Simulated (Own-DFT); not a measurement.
# Shaking the atoms of diamond germanium, 16 atoms (Ge16)

These are calculations, not measurements. The program, named Own-DFT, is a retired in-house plane-wave density functional code that no person has reviewed. Each row is one single-point run on a periodic cell that was not relaxed, without spin or spin-orbit coupling.

Settings of every run: PBE; PseudoDojo norm-conserving scalar-relativistic files; cutoff 42 hartree; 5 x 5 x 5 k mesh centred on Gamma; Fermi-Dirac smearing of 0.1 eV.

Known limits: k mesh not checked against a denser one; stress not checked against mesh or cutoff.

Cell vectors in Å: (0.000, 5.658, 5.658); (5.658, 0.000, 5.658); (5.658, 5.658, 0.000). In each run every atom was moved at random and independently from its ideal site; u is the rms move along one axis. E is the free energy for each atom above the fitted value at u = 0, and F the rms of the force components.

```
run,u (Å),E (meV/atom),F (eV/Å),largest force (eV/Å),P (GPa)
1,0.0174,5.4,0.257,0.87,3.86
2,0.0193,6.7,0.281,0.85,3.89
3,0.0209,?,?,?,?
4,0.0481,37.9,0.631,1.61,4.23
5,0.0486,49.3,0.767,2.35,4.38
6,0.0538,45.7,0.716,1.75,4.38
7,0.0910,141.0,1.346,3.42,5.67
8,0.0966,176.6,1.634,4.63,6.08
9,0.1123,268.8,1.979,7.65,7.35
10,0.1685,344.6,2.311,7.53,7.60
```

## Worked fit

For small independent moves the energy grows as E = (3/2) K u², with K the mean stiffness felt by one atom. The runs with u up to 0.11 Å give K = 11.9 ± 0.6 eV/Å², with residuals divided by u² + 0.0006 Å², since the noise grows with the moves. The scatter is 4.7 meV/atom at u = 0.05 Å. The forces follow F = G u with G = 14.8 eV/Å²; no force at u = 0 is resolved. G exceeds K because the moves of its neighbours add to the force on an atom, and stiffness differs between atoms. At u = 0.168 Å the parabola gives 505 meV/atom and the run 345. The pressure follows P = 3.76 + 240 u² GPa: at fixed volume, shortened bonds push harder than stretched ones pull.

## Withheld run

Question: what energy and rms force should run 3 give?

The fit gives 8 ± 2 meV/atom and about 0.31 eV/Å. The calculation gave 8.7 meV/atom and 0.325 eV/Å.
